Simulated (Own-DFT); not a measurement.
GaP (zincblende, strongly disordered by large displacements), InAs (zincblende, strongly disordered by large displacements) (calculated)

All values are calculated (Own-DFT development build). A calculation, not a measurement: plane-wave PBE density functional theory by an unreviewed code, no spin, of a simulated periodic cell, stress positive in tension, free energy of the whole cell less one offset for each atom, forces on such cells passed a denser k mesh, this cell's mesh not checked; broken bonds can close the gap or carry spin, so checks made on this kind of crystal may not hold here; offsets are fitted by least squares, one for each functional and potential file, so energies compare only between cells with the same atoms and settings and are not formation energies; the far tail of each file's local potential was reset to the Coulomb form; each entry is a single point on an unrelaxed cell, so the pressure reflects the starting lattice, mostly measured values (interpolated for alloys), from which strain is counted, and rises with the displacements; printed positions are rounded, which can move forces by about a meV/angstrom; the program, named Own-DFT, is a retired in-house code; no spin-orbit coupling.

Common to all runs: functional PBE; potential files PseudoDojo norm-conserving, scalar-relativistic, standard set; wave cutoff 42 hartree; occupations Fermi-Dirac; smearing width 0.1 eV; k mesh 3 x 3 x 3 centred on Gamma.

(1) GaP (zincblende, strongly disordered by large displacements)

```
GaP
1.0
     10.9010     0.0000     0.0000
      0.0000    10.9010     0.0000
      0.0000     0.0000    10.9010
Ga P Ga P Ga P Ga P Ga P Ga P Ga P Ga P
4 4 4 4 4 4 4 4 4 4 4 4 4 4 4 4
Direct
  0.01216 0.98360 0.99539
  0.00614 0.25116 0.27814
  0.27546 0.01463 0.25913
  0.25496 0.27534 0.03050
  0.09913 0.08580 0.14262
  0.11358 0.37951 0.35566
  0.35020 0.12545 0.38548
  0.41245 0.38482 0.14079
  0.02241 0.97088 0.49051
  0.99416 0.23415 0.74588
  0.21297 0.99252 0.74776
  0.25185 0.26558 0.53933
  0.11019 0.10167 0.60148
  0.12896 0.37997 0.85676
  0.39633 0.12194 0.89319
  0.37891 0.35724 0.63021
  0.99600 0.52340 0.99941
  0.00935 0.77198 0.27031
  0.27155 0.50644 0.25783
  0.26268 0.77346 0.02114
  0.11593 0.61354 0.13946
  0.13368 0.86789 0.41202
  0.37484 0.61316 0.36705
  0.38986 0.88184 0.14411
  0.96860 0.47943 0.50741
  0.97331 0.73925 0.75570
  0.23543 0.51631 0.74761
  0.23853 0.76543 0.51041
  0.11287 0.62213 0.66615
  0.11356 0.87842 0.88697
  0.40431 0.60648 0.87479
  0.35251 0.82873 0.62064
  0.52170 0.00050 0.99903
  0.50037 0.24634 0.29124
  0.75582 0.01443 0.29274
  0.76357 0.24679 0.97517
  0.63555 0.12181 0.11559
  0.63370 0.34822 0.38535
  0.88281 0.17456 0.40978
  0.81102 0.37567 0.12026
  0.48962 0.97909 0.48307
  0.53448 0.22958 0.73778
  0.74913 0.00618 0.73402
  0.75271 0.24264 0.50147
  0.64424 0.13855 0.63060
  0.61658 0.40415 0.89407
  0.88655 0.13898 0.92171
  0.85438 0.41232 0.61512
  0.48952 0.52222 0.00627
  0.49914 0.74782 0.26796
  0.72450 0.48572 0.24724
  0.74156 0.76606 0.96879
  0.64201 0.61049 0.10161
  0.65206 0.87380 0.34357
  0.85461 0.63335 0.35683
  0.88504 0.86966 0.08831
  0.53157 0.50174 0.50055
  0.50165 0.76031 0.73096
  0.75710 0.48879 0.75906
  0.75126 0.71455 0.46580
  0.62659 0.62599 0.60243
  0.65041 0.88650 0.86898
  0.88634 0.63679 0.87903
  0.91208 0.87653 0.65108
```

- hardware: one NVIDIA H100
- free energy of cell above offsets: 12.375 eV
- pressure: 13.9 GPa
- stress xx: -14.83 GPa
- stress yy: -13.21 GPa
- stress zz: -13.67 GPa
- stress yz: -1.91 GPa
- stress xz: 0.4 GPa
- stress xy: 1.86 GPa
- wall time: 614.1 s

Force:
| element | x (eV/Å) | y (eV/Å) | z (eV/Å) |
| --- | --- | --- | --- |
| Ga | -2.236 | 3.55 | 1.392 |
| Ga | -1.987 | -2.566 | -5.007 |
| Ga | -3.418 | -2.911 | -3.664 |
| Ga | -0.086 | -1.146 | -1.087 |
| P | 2.223 | 3.101 | 2.268 |
| P | 3.408 | 3.457 | 3.891 |
| P | 2.781 | 3.043 | 3.851 |
| P | -1.912 | -1.008 | 0.733 |
| Ga | -8.525 | 4.959 | 3.754 |
| Ga | -0.111 | 0.437 | 0.402 |
| Ga | 2.399 | 0.201 | 0.381 |
| Ga | -4.597 | -3.317 | -4.015 |
| P | 1.646 | 4.102 | 2.648 |
| P | -0.892 | -1.06 | 2.379 |
| P | -1.625 | 0.883 | -1.818 |
| P | 4.229 | 4.129 | 2.871 |
| Ga | 0.196 | -2.829 | 0.675 |
| Ga | -0.924 | -1.389 | -2.241 |
| Ga | -3.352 | -2.98 | -3.594 |
| Ga | -1.095 | -1.742 | -0.864 |
| P | 1.775 | 1.82 | 0.655 |
| P | 2.44 | -1.415 | -10.5 |
| P | 2.508 | 3.016 | 4.774 |
| P | 0.664 | 0.212 | -0.54 |
| Ga | 7.645 | 5.063 | -6.882 |
| Ga | 4.228 | 0.25 | 0.162 |
| Ga | 5.458 | -3.247 | 2.555 |
| Ga | -2.096 | -9.796 | -1.861 |
| P | -2.535 | 2.684 | -5.697 |
| P | 3.511 | -4.208 | -3.131 |
| P | -4.978 | 5.044 | -5.402 |
| P | 5.747 | 6.733 | 5.68 |
| Ga | -0.592 | -0.989 | 0.56 |
| Ga | -1.453 | -1.984 | -3.306 |
| Ga | 3.345 | 5.015 | -3.782 |
| Ga | -7.924 | 5.069 | 2.728 |
| P | 0.664 | 0.928 | 2.468 |
| P | -0.191 | 3.565 | 0.484 |
| P | 5.353 | -7.42 | -3.916 |
| P | 5.342 | -0.729 | -0.799 |
| Ga | 0.324 | -0.156 | 0.429 |
| Ga | -5.598 | 4.496 | 5.86 |
| Ga | 2.915 | -0.9 | 1.123 |
| Ga | -4.037 | 3.955 | 5.091 |
| P | 1.627 | -4.286 | -4.325 |
| P | 1.594 | -3.265 | -2.737 |
| P | 6.117 | -5.438 | -5.867 |
| P | -4.353 | -7.358 | 4.332 |
| Ga | 2.191 | -2.822 | 4.44 |
| Ga | 0.643 | -0.608 | -2.03 |
| Ga | -0.505 | 1.791 | 1.977 |
| Ga | 3.135 | -4.714 | 4.154 |
| P | -0.423 | 3.043 | 1.351 |
| P | -3.614 | -3.872 | 3.62 |
| P | 7.141 | -5.49 | -5.656 |
| P | -1.515 | -1.152 | 4.127 |
| Ga | -3.886 | -3.337 | -2.195 |
| Ga | 1.897 | -1.54 | 1.92 |
| Ga | -1.933 | 2.599 | 2.632 |
| Ga | -5.413 | 5.938 | 6.249 |
| P | 1.863 | 2.582 | 3.984 |
| P | -4.942 | 2.563 | -3.642 |
| P | -4.608 | -2.609 | 1.851 |
| P | -3.655 | 4.052 | -3.904 |

(2) GaP (zincblende, strongly disordered by large displacements)

```
GaP
1.0
     10.9010     0.0000     0.0000
      0.0000    10.9010     0.0000
      0.0000     0.0000    10.9010
Ga P Ga P Ga P Ga P Ga P Ga P Ga P Ga P
4 4 4 4 4 4 4 4 4 4 4 4 4 4 4 4
Direct
  0.99600 0.00497 0.00148
  0.02170 0.24521 0.24425
  0.23821 0.97198 0.24832
  0.27109 0.24125 0.00183
  0.09978 0.13223 0.14388
  0.06830 0.37964 0.37768
  0.39026 0.10449 0.33771
  0.36364 0.36842 0.11789
  0.99377 0.99779 0.49241
  0.00557 0.25208 0.75557
  0.29300 0.01010 0.74935
  0.26301 0.24876 0.51068
  0.09557 0.12680 0.67075
  0.12612 0.37221 0.88041
  0.36080 0.10817 0.86946
  0.37783 0.41521 0.64446
  0.01990 0.49019 0.97783
  0.00749 0.73335 0.25013
  0.23534 0.51141 0.26567
  0.24001 0.75042 0.00787
  0.14954 0.61249 0.09988
  0.13383 0.86498 0.39742
  0.39564 0.60191 0.37950
  0.38101 0.86582 0.13604
  0.98016 0.50718 0.49939
  0.00158 0.75477 0.78722
  0.24407 0.49413 0.77240
  0.24545 0.77406 0.50819
  0.15505 0.62430 0.63849
  0.13735 0.89841 0.87175
  0.39998 0.62132 0.87654
  0.37851 0.88744 0.62615
  0.49203 0.98096 0.97223
  0.50691 0.23396 0.22834
  0.77275 0.01128 0.25556
  0.77069 0.23802 0.98607
  0.57675 0.12446 0.11848
  0.61150 0.37894 0.35877
  0.87657 0.12871 0.37897
  0.88552 0.35658 0.11371
  0.48289 0.02573 0.49022
  0.51420 0.25133 0.76728
  0.73247 0.97196 0.74435
  0.74566 0.26476 0.49318
  0.61815 0.12666 0.62000
  0.61410 0.35979 0.88951
  0.85399 0.16628 0.84318
  0.89115 0.34815 0.62462
  0.51482 0.52295 0.97281
  0.50640 0.73889 0.24037
  0.75939 0.49674 0.25666
  0.75351 0.77116 0.95331
  0.63026 0.64120 0.11458
  0.61162 0.90333 0.36686
  0.86569 0.62247 0.39058
  0.85414 0.91444 0.14182
  0.49584 0.50071 0.51601
  0.48613 0.72012 0.71631
  0.76059 0.49905 0.74977
  0.75157 0.75039 0.48629
  0.63789 0.63356 0.63409
  0.59906 0.84090 0.88175
  0.86258 0.60516 0.87316
  0.84161 0.84510 0.63414
```

* hardware: one NVIDIA H100
* free energy of cell above offsets: 0.597 eV
* pressure: 10.41 GPa
* stress xx: -8.86 GPa
* stress yy: -10.5 GPa
* stress zz: -11.86 GPa
* stress yz: -5.43 GPa
* stress xz: 0.81 GPa
* stress xy: 4.1 GPa
* wall time: 546.4 s

Force:
| element | x (eV/Å) | y (eV/Å) | z (eV/Å) |
| --- | --- | --- | --- |
| Ga | -0.567 | 0.91 | -0.109 |
| Ga | -6.185 | 5.311 | 4.748 |
| Ga | -0.036 | 1.554 | -0.414 |
| Ga | -2.612 | -0.76 | 0.055 |
| P | 7.069 | -7.616 | -6.847 |
| P | 4.598 | 0.59 | 0.035 |
| P | -3.276 | 1.542 | 0.678 |
| P | 1.538 | 2.4 | 1.711 |
| Ga | -0.355 | -0.093 | 2.276 |
| Ga | -1.018 | 5.174 | 3.377 |
| Ga | -7.332 | -4.393 | -6.238 |
| Ga | -0.779 | 0.292 | -0.061 |
| P | 6.087 | -6.707 | -6.015 |
| P | 2.29 | -3.623 | -1.467 |
| P | 5.341 | 6.764 | 6.828 |
| P | -0.306 | -4.756 | 0.434 |
| Ga | -3.625 | 2.153 | 3.378 |
| Ga | -0.304 | 0.639 | -0.269 |
| Ga | 0.194 | -1.977 | 0.206 |
| Ga | 2.895 | 3.172 | -2.127 |
| P | -3.212 | -1.642 | 2.645 |
| P | -4.326 | 2.326 | -4.191 |
| P | -2.11 | 3.135 | -1.546 |
| P | -1.345 | 0.034 | -1.865 |
| Ga | 1.364 | -0.279 | 3.586 |
| Ga | 0.141 | -0.618 | -2.193 |
| Ga | 0.915 | 1.519 | 0.236 |
| Ga | 3.847 | -4.419 | 3.281 |
| P | -2.812 | 1.019 | -0.584 |
| P | -0.512 | -1.03 | 0.967 |
| P | -6.521 | 3.521 | -2.96 |
| P | 1.425 | -1.583 | -1.817 |
| Ga | -0.695 | 1.162 | 2.821 |
| Ga | -4.124 | 7.878 | 5.632 |
| Ga | -7.192 | 4.809 | 5.697 |
| Ga | -4.213 | 2.226 | 5.037 |
| P | 7.198 | -6.935 | -7.328 |
| P | 0.408 | -0.481 | 1.178 |
| P | 0.532 | 1.52 | 0.477 |
| P | 0.006 | 1.658 | 0.869 |
| Ga | 1.557 | -1.302 | 1.733 |
| Ga | -2.252 | -1.297 | -2.866 |
| Ga | -1.189 | 2.087 | 0.492 |
| Ga | -0.518 | -0.87 | -0.036 |
| P | 0.236 | 0.271 | 0.479 |
| P | 2.893 | 2.344 | 1.28 |
| P | 0.722 | -6.309 | -2.471 |
| P | -2.165 | 3.637 | -1.017 |
| Ga | 3.452 | -3.988 | 4.88 |
| Ga | -0.127 | 0.496 | 1.918 |
| Ga | -0.613 | -0.211 | -1.892 |
| Ga | 3.503 | -2.11 | 4.532 |
| P | 2.101 | -1.446 | -0.591 |
| P | 1.289 | -2.114 | 0.11 |
| P | 0.534 | 0.564 | -2.927 |
| P | 5.865 | -8.053 | -8.462 |
| Ga | 3.026 | 0.037 | -0.529 |
| Ga | -1.28 | 2.149 | 1.408 |
| Ga | -1.94 | -3.201 | -2.021 |
| Ga | -3.353 | 1.507 | -0.603 |
| P | 1.314 | -2.057 | -2.556 |
| P | -2.397 | 1.931 | -4.053 |
| P | 2.865 | 2.286 | 2.388 |
| P | 4.088 | 1.255 | 0.682 |

(3) GaP (zincblende, strongly disordered by large displacements)

```
GaP
1.0
     10.9010     0.0000     0.0000
      0.0000    10.9010     0.0000
      0.0000     0.0000    10.9010
Ga P Ga P Ga P Ga P Ga P Ga P Ga P Ga P
4 4 4 4 4 4 4 4 4 4 4 4 4 4 4 4
Direct
  0.03704 0.03721 0.00309
  0.00016 0.30183 0.27073
  0.29321 0.05144 0.24596
  0.23265 0.29284 0.96281
  0.15431 0.07861 0.13159
  0.16085 0.35383 0.33352
  0.40339 0.15022 0.39299
  0.38347 0.38196 0.11282
  0.03020 0.99939 0.47652
  0.01915 0.20942 0.77408
  0.28410 0.98429 0.74800
  0.28049 0.25646 0.47269
  0.10031 0.11148 0.60703
  0.05151 0.41625 0.85281
  0.35285 0.19108 0.87164
  0.41012 0.38753 0.66448
  0.99014 0.51751 0.99108
  0.01523 0.76460 0.27211
  0.18327 0.53053 0.29617
  0.22632 0.77403 0.03456
  0.15289 0.63088 0.11958
  0.16143 0.87550 0.31824
  0.40186 0.67332 0.38593
  0.38537 0.85482 0.12205
  0.05810 0.46178 0.44634
  0.00416 0.80184 0.71758
  0.29337 0.52223 0.70109
  0.21471 0.70545 0.48984
  0.10094 0.64535 0.62340
  0.14784 0.86689 0.88264
  0.37252 0.61223 0.88478
  0.34425 0.85129 0.59565
  0.52473 0.00490 0.98061
  0.46969 0.26255 0.26703
  0.82514 0.00158 0.23610
  0.79038 0.25785 0.00307
  0.63329 0.10561 0.12920
  0.62462 0.37671 0.41647
  0.83855 0.14085 0.35244
  0.89386 0.33378 0.12934
  0.51319 0.03589 0.52326
  0.50244 0.24002 0.70920
  0.76975 0.03832 0.73446
  0.73890 0.28439 0.52230
  0.60927 0.08783 0.66881
  0.64601 0.35022 0.87658
  0.86355 0.06544 0.89165
  0.85469 0.39407 0.60279
  0.47591 0.51036 0.99452
  0.50664 0.65996 0.24105
  0.78575 0.52029 0.28082
  0.75096 0.69411 0.99792
  0.61085 0.63536 0.09393
  0.63607 0.92347 0.45082
  0.90929 0.64144 0.34801
  0.89717 0.83685 0.10290
  0.49717 0.45144 0.51853
  0.54471 0.72567 0.75173
  0.74937 0.44303 0.75903
  0.74615 0.75252 0.50690
  0.56632 0.65433 0.58573
  0.61970 0.87519 0.88730
  0.92037 0.62259 0.85932
  0.92258 0.92784 0.60461
```

- hardware: one NVIDIA H100
- free energy of cell above offsets: 39.141 eV
- pressure: 17.96 GPa
- stress xx: -18.15 GPa
- stress yy: -14.86 GPa
- stress zz: -20.89 GPa
- stress yz: -0.56 GPa
- stress xz: 0.43 GPa
- stress xy: 1.05 GPa
- wall time: 603.9 s

Force:
| element | x (eV/Å) | y (eV/Å) | z (eV/Å) |
| --- | --- | --- | --- |
| Ga | -2.823 | -3.453 | -4.23 |
| Ga | -2.642 | -4.995 | 1.883 |
| Ga | 3.567 | -3.121 | 1.816 |
| Ga | -3.943 | 3.072 | 3.072 |
| P | -0.659 | 3.974 | 0.804 |
| P | 6.399 | -6.513 | -0.157 |
| P | 1.136 | -6.469 | 0.891 |
| P | -1.81 | -1.243 | 1.463 |
| Ga | 1.499 | -0.34 | -8.376 |
| Ga | -0.992 | 0.723 | 0.494 |
| Ga | -0.826 | 0.816 | 0.588 |
| Ga | -4.532 | 2.589 | 5.069 |
| P | 4.022 | 3.507 | 2.767 |
| P | 3.94 | -4.69 | -4.681 |
| P | 4.513 | -5.586 | -3.31 |
| P | -3.28 | -1.446 | 0.074 |
| Ga | 0.884 | -0.451 | 9.417 |
| Ga | 1.183 | 2.391 | -5.177 |
| Ga | 3.485 | 7.26 | -2.808 |
| Ga | 2.475 | 2.045 | -1.86 |
| P | -3.842 | -4.874 | 1.941 |
| P | 2.059 | 2.303 | 3.241 |
| P | -2.445 | -1.075 | 4.654 |
| P | 2.239 | 2.045 | 1.196 |
| Ga | -5.327 | 4.025 | 6.233 |
| Ga | 1.888 | -2.214 | 4.099 |
| Ga | -4.751 | 4.9 | 2.511 |
| Ga | 2.247 | 2.697 | -4.01 |
| P | -1.34 | -4.141 | 2.168 |
| P | -1.765 | 2.233 | -2.437 |
| P | -2.858 | 3.945 | -4.183 |
| P | 1.456 | 1.237 | 0.441 |
| Ga | -3.363 | 2.648 | 2.722 |
| Ga | 4.455 | 3.768 | -5.037 |
| Ga | -1.759 | -4.515 | -4.114 |
| Ga | -4.505 | -4.229 | -3.815 |
| P | 0.435 | 1.165 | 0.476 |
| P | 0.188 | 0.489 | -9.028 |
| P | 1.895 | 4.183 | 4.518 |
| P | 0.022 | 6.115 | -0.402 |
| Ga | -5.956 | -0.918 | -1.787 |
| Ga | 1.511 | -2.464 | 4.506 |
| Ga | 3.327 | -3.376 | -1.561 |
| Ga | -0.203 | -7.58 | 0.039 |
| P | -1.259 | 2.104 | 1.071 |
| P | -3.649 | -1.683 | 3.379 |
| P | 2.229 | 2.808 | 3.848 |
| P | 6.262 | 2.887 | 1.36 |
| Ga | 4.002 | -3.176 | 1.527 |
| Ga | -0.178 | 1.377 | -0.74 |
| Ga | -3.747 | -3.738 | -2.482 |
| Ga | 5.447 | 3.543 | -3.498 |
| P | -0.79 | -3.321 | 0.506 |
| P | 4.507 | -3.549 | -3.901 |
| P | -1.028 | -2.355 | 5.748 |
| P | -0.321 | 1.367 | 0.605 |
| Ga | -1.35 | 6.053 | -1.392 |
| Ga | -1.959 | 2.287 | 5.343 |
| Ga | 2.744 | 3.748 | -1.476 |
| Ga | 0.583 | 0.177 | 0.13 |
| P | 1.472 | -2.315 | -4.692 |
| P | 3.224 | -3.466 | -3.3 |
| P | -4.592 | 3.728 | -4.268 |
| P | -6.804 | -0.914 | 2.128 |

(4) InAs (zincblende, strongly disordered by large displacements)

```
InAs
1.0
     12.1166     0.0000     0.0000
      0.0000    12.1166     0.0000
      0.0000     0.0000    12.1166
In As In As In As In As In As In As In As In As
4 4 4 4 4 4 4 4 4 4 4 4 4 4 4 4
Direct
  0.01720 0.98972 0.02808
  0.99609 0.26937 0.25591
  0.28041 0.97090 0.22983
  0.27678 0.25509 0.00752
  0.14439 0.13489 0.11531
  0.12754 0.34750 0.34891
  0.37462 0.11822 0.35906
  0.36483 0.40402 0.10072
  0.99223 0.96004 0.47763
  0.98344 0.24887 0.76602
  0.22569 0.00113 0.76265
  0.26087 0.27434 0.49273
  0.12227 0.10404 0.63023
  0.11101 0.36145 0.86245
  0.38372 0.12765 0.88919
  0.37049 0.37794 0.63106
  0.98088 0.49379 0.00788
  0.99870 0.73459 0.23803
  0.25789 0.48660 0.27359
  0.26280 0.76522 0.99891
  0.13143 0.63973 0.12335
  0.13681 0.86799 0.36873
  0.37681 0.60515 0.37844
  0.36749 0.89028 0.10790
  0.00659 0.50757 0.51075
  0.98295 0.74786 0.76054
  0.25899 0.50799 0.74946
  0.24858 0.74369 0.51101
  0.13455 0.63431 0.61479
  0.12506 0.86745 0.88416
  0.37077 0.62180 0.89267
  0.36190 0.85374 0.60952
  0.46274 0.99938 0.98894
  0.52317 0.25160 0.24608
  0.74477 0.00754 0.26408
  0.76167 0.24300 0.99738
  0.62706 0.10223 0.08390
  0.62674 0.33622 0.35961
  0.90642 0.13258 0.38327
  0.85993 0.35762 0.13868
  0.48311 0.00389 0.50776
  0.50699 0.23346 0.75463
  0.72709 0.01233 0.77730
  0.75283 0.24154 0.50295
  0.60751 0.14113 0.60222
  0.62151 0.39133 0.87482
  0.88285 0.10980 0.90600
  0.87375 0.38307 0.63715
  0.53139 0.50262 0.98243
  0.49981 0.76935 0.24549
  0.78104 0.51143 0.27244
  0.75260 0.74134 0.00414
  0.61533 0.61963 0.11492
  0.60670 0.88370 0.37436
  0.85632 0.60225 0.40095
  0.84010 0.84113 0.12566
  0.49401 0.50307 0.50304
  0.53447 0.74637 0.75325
  0.74893 0.50518 0.73228
  0.74036 0.73729 0.49892
  0.59102 0.59415 0.60603
  0.63374 0.86475 0.88959
  0.85972 0.60051 0.87503
  0.87010 0.87543 0.65823
```

- hardware: one NVIDIA H200
- free energy of cell above offsets: -1.709 eV
- pressure: 8.65 GPa
- stress xx: -8.14 GPa
- stress yy: -8.27 GPa
- stress zz: -9.53 GPa
- stress yz: -3.57 GPa
- stress xz: -2.55 GPa
- stress xy: -1.89 GPa
- wall time: 1174 s

Force:
| element | x (eV/Å) | y (eV/Å) | z (eV/Å) |
| --- | --- | --- | --- |
| In | -0.699 | -0.698 | 0.191 |
| In | -2.6 | -3.79 | -3.747 |
| In | -6.635 | 6.333 | 7.83 |
| In | -2.052 | 0.118 | -0.998 |
| As | -0.678 | -0.65 | 1.687 |
| As | 3.456 | 3.72 | 4.483 |
| As | 0.1 | 0.793 | 0.207 |
| As | 1.869 | 0.81 | 1.695 |
| In | -0.17 | 1.004 | 2.149 |
| In | -0.545 | -2.267 | -1.439 |
| In | 2.015 | -0.432 | 0.213 |
| In | -0.638 | -2.539 | 0.137 |
| As | -1.506 | 2.046 | -2.032 |
| As | 2.429 | 2.207 | 2.023 |
| As | -2.821 | 2.708 | -4.772 |
| As | 1.198 | -0.525 | 0.419 |
| In | 1.795 | -0.706 | 0.239 |
| In | -1.135 | 1.124 | 1.369 |
| In | -0.888 | 0.152 | -2.559 |
| In | -1.392 | -2.103 | -0.712 |
| As | 0.738 | -2.368 | -0.594 |
| As | 0.351 | -1.11 | -1.296 |
| As | 0.069 | 3.094 | -0.511 |
| As | 4.869 | -6.613 | -3.1 |
| In | 0.552 | -1.57 | -0.286 |
| In | 1.622 | -1.685 | 0.865 |
| In | -1.44 | -0.024 | 0.719 |
| In | -0.119 | -0.54 | -4.74 |
| As | -2.519 | -1.79 | 3.184 |
| As | -1.139 | -0.331 | -0.145 |
| As | 1.207 | 0.194 | -1.144 |
| As | 3.458 | 3.307 | 3.929 |
| In | 5.603 | -2.012 | 0.483 |
| In | -5.287 | -4.288 | -6.053 |
| In | 0.384 | 0.384 | -1.061 |
| In | -1.802 | 0.852 | -0.324 |
| As | -0.07 | 0.401 | 2.045 |
| As | 4.553 | 5.663 | 5.2 |
| As | -1.812 | -1.249 | 0.321 |
| As | -0.242 | 2.051 | -0.35 |
| In | -1.003 | -0.722 | -0.499 |
| In | -0.393 | 1.696 | 0.482 |
| In | 0.739 | 0.817 | -1.107 |
| In | 1.705 | 0.962 | -0.506 |
| As | 0.662 | -1.578 | 1.623 |
| As | 3.81 | -5.271 | -4.23 |
| As | 0.357 | -0.4 | -1.767 |
| As | 0.815 | -1.791 | -1.703 |
| In | -4.906 | 2.399 | 2.811 |
| In | -0.605 | -2.005 | -1.045 |
| In | -5.175 | -4.87 | -6.568 |
| In | -2.216 | -4.036 | -3.705 |
| As | 1.371 | 1.396 | 2.984 |
| As | 1.402 | 0.105 | 1.397 |
| As | 4.536 | 4.39 | 4.184 |
| As | 4.403 | 4.788 | 4.954 |
| In | -5.168 | -7.718 | -6.433 |
| In | -2.273 | -0.62 | -0.78 |
| In | -2.174 | 0.245 | 0.147 |
| In | -1.229 | 1.578 | 1.334 |
| As | 8.015 | 7.058 | 7.299 |
| As | -1.573 | 0.986 | 0.098 |
| As | 0.51 | 1.814 | 0.176 |
| As | -1.688 | 1.105 | -2.673 |

(5) GaP (zincblende, strongly disordered by large displacements)

```
GaP
1.0
     10.9010     0.0000     0.0000
      0.0000    10.9010     0.0000
      0.0000     0.0000    10.9010
Ga P Ga P Ga P Ga P Ga P Ga P Ga P Ga P
4 4 4 4 4 4 4 4 4 4 4 4 4 4 4 4
Direct
  0.99451 0.99621 0.98467
  0.01722 0.25223 0.25575
  0.25295 0.98542 0.24693
  0.26119 0.27912 0.01300
  0.11666 0.11463 0.09072
  0.13022 0.37403 0.38741
  0.38049 0.14126 0.34632
  0.36755 0.36088 0.12741
  0.02028 0.00727 0.51927
  0.97935 0.23911 0.75214
  0.23479 0.00085 0.70971
  0.24079 0.29439 0.50866
  0.11723 0.10821 0.62600
  0.13278 0.36080 0.89051
  0.36864 0.14096 0.89060
  0.39392 0.38557 0.60127
  0.01470 0.51306 0.00900
  0.97175 0.76543 0.22055
  0.26319 0.52099 0.23466
  0.22525 0.79729 0.01737
  0.11669 0.63917 0.12490
  0.10803 0.86018 0.38092
  0.37598 0.58287 0.38760
  0.40894 0.87053 0.13302
  0.99096 0.49098 0.51882
  0.97172 0.75877 0.76517
  0.25950 0.50176 0.74792
  0.25582 0.74805 0.50342
  0.13410 0.62791 0.62977
  0.14508 0.88777 0.88902
  0.35614 0.58480 0.86979
  0.36565 0.86637 0.65369
  0.46665 0.99865 0.00072
  0.50451 0.23987 0.26896
  0.70155 0.98973 0.27214
  0.74519 0.26864 0.95771
  0.61080 0.13142 0.11684
  0.63435 0.38127 0.35477
  0.90397 0.11055 0.36733
  0.88242 0.40123 0.10394
  0.50824 0.00093 0.49514
  0.50955 0.23450 0.73417
  0.75354 0.98803 0.73940
  0.73616 0.25555 0.49635
  0.62314 0.12266 0.60971
  0.65078 0.39681 0.88753
  0.89896 0.12751 0.87630
  0.89244 0.36892 0.62075
  0.52496 0.46006 0.99053
  0.52783 0.78013 0.27196
  0.71717 0.51337 0.27245
  0.74458 0.76268 0.00325
  0.63514 0.65479 0.13033
  0.66256 0.84906 0.37242
  0.86239 0.65792 0.42326
  0.86088 0.89567 0.11901
  0.49831 0.50635 0.48892
  0.49532 0.73337 0.76676
  0.74573 0.49621 0.74442
  0.71064 0.75685 0.51480
  0.63204 0.60828 0.61866
  0.60167 0.89031 0.89199
  0.85826 0.60033 0.85334
  0.87684 0.88901 0.61581
```

- hardware: one NVIDIA H100
- free energy of cell above offsets: 5.678 eV
- pressure: 11.73 GPa
- stress xx: -11.13 GPa
- stress yy: -11.61 GPa
- stress zz: -12.43 GPa
- stress yz: 4.07 GPa
- stress xz: -3.36 GPa
- stress xy: -1.1 GPa
- wall time: 550.8 s

Force:
| element | x (eV/Å) | y (eV/Å) | z (eV/Å) |
| --- | --- | --- | --- |
| Ga | 0.143 | -1.503 | 1.318 |
| Ga | -0.739 | -0.298 | -1.957 |
| Ga | -0.829 | 0.559 | -0.345 |
| Ga | -3.895 | -5.341 | -3.697 |
| P | 2.388 | 1.738 | 3.339 |
| P | -3.296 | 3.377 | -4.115 |
| P | -5.704 | -5.167 | 5.439 |
| P | 5.65 | 4.414 | 5.092 |
| Ga | -4.219 | -4.119 | -6.127 |
| Ga | 3.799 | 2.141 | -1.778 |
| Ga | 3.253 | -1.775 | 5.201 |
| Ga | 2.805 | -4.295 | 2.222 |
| P | 1.02 | 9.359 | 1.721 |
| P | -1.943 | 2.171 | -2.975 |
| P | -0.125 | -0.049 | -2.569 |
| P | -0.559 | -2.113 | 3.836 |
| Ga | -0.146 | -0.982 | -2.923 |
| Ga | 0.926 | -1.313 | 2.94 |
| Ga | -1.03 | -1.383 | -0.597 |
| Ga | 4.356 | -5.146 | 5.506 |
| P | 1.271 | 1.511 | 0.922 |
| P | 1.418 | 0.511 | -0.676 |
| P | -4.151 | 6.976 | -3.711 |
| P | -3.685 | -1.273 | 1.163 |
| Ga | 2.757 | 4.113 | -2.59 |
| Ga | 1.466 | -0.625 | -0.777 |
| Ga | -4.27 | -4.056 | -4.752 |
| Ga | -0.212 | -0.46 | -0.511 |
| P | -1.564 | -0.291 | 0.462 |
| P | -4.147 | 2.95 | -6.859 |
| P | 5.784 | 4.84 | 6.296 |
| P | 2.277 | -0.91 | -2.75 |
| Ga | 1.448 | 2.702 | -0.519 |
| Ga | 4.453 | 4.036 | -4.475 |
| Ga | 3.831 | 7.291 | -5.115 |
| Ga | 5.902 | -7.019 | 5.494 |
| P | 0.822 | -0.303 | -0.091 |
| P | -3.722 | -5.323 | 4.483 |
| P | -2.546 | 0.305 | 0.544 |
| P | -1.786 | -2.17 | 2.775 |
| Ga | -2.179 | -0.765 | -0.989 |
| Ga | -1.902 | 1.293 | 1.614 |
| Ga | -1.092 | 1.561 | 1.885 |
| Ga | 2.463 | -0.144 | -0.961 |
| P | 1.782 | -0.455 | 0.97 |
| P | -0.58 | 0.757 | -8.069 |
| P | -5.617 | -1.19 | 0.644 |
| P | -4.407 | -2.334 | 2.004 |
| Ga | -7.72 | 4.762 | 5.294 |
| Ga | -4.502 | -4.361 | -3.031 |
| Ga | 5.706 | 6.254 | -4.261 |
| Ga | 0.791 | 0.11 | -1.822 |
| P | -1.809 | -2.851 | 0.899 |
| P | -1.203 | 1.578 | 1.745 |
| P | 1.635 | -2.614 | -2.981 |
| P | -0.912 | 0.978 | -0.638 |
| Ga | 6.403 | -2.54 | 2.356 |
| Ga | -0.148 | -0.68 | 0.75 |
| Ga | 0.254 | -1.701 | -3.302 |
| Ga | 3.67 | -2.137 | 6.072 |
| P | -2.605 | 0.598 | 1.063 |
| P | 2.03 | -1.506 | -2.28 |
| P | 3.16 | 4.136 | 3.893 |
| P | -0.416 | -1.826 | 0.298 |
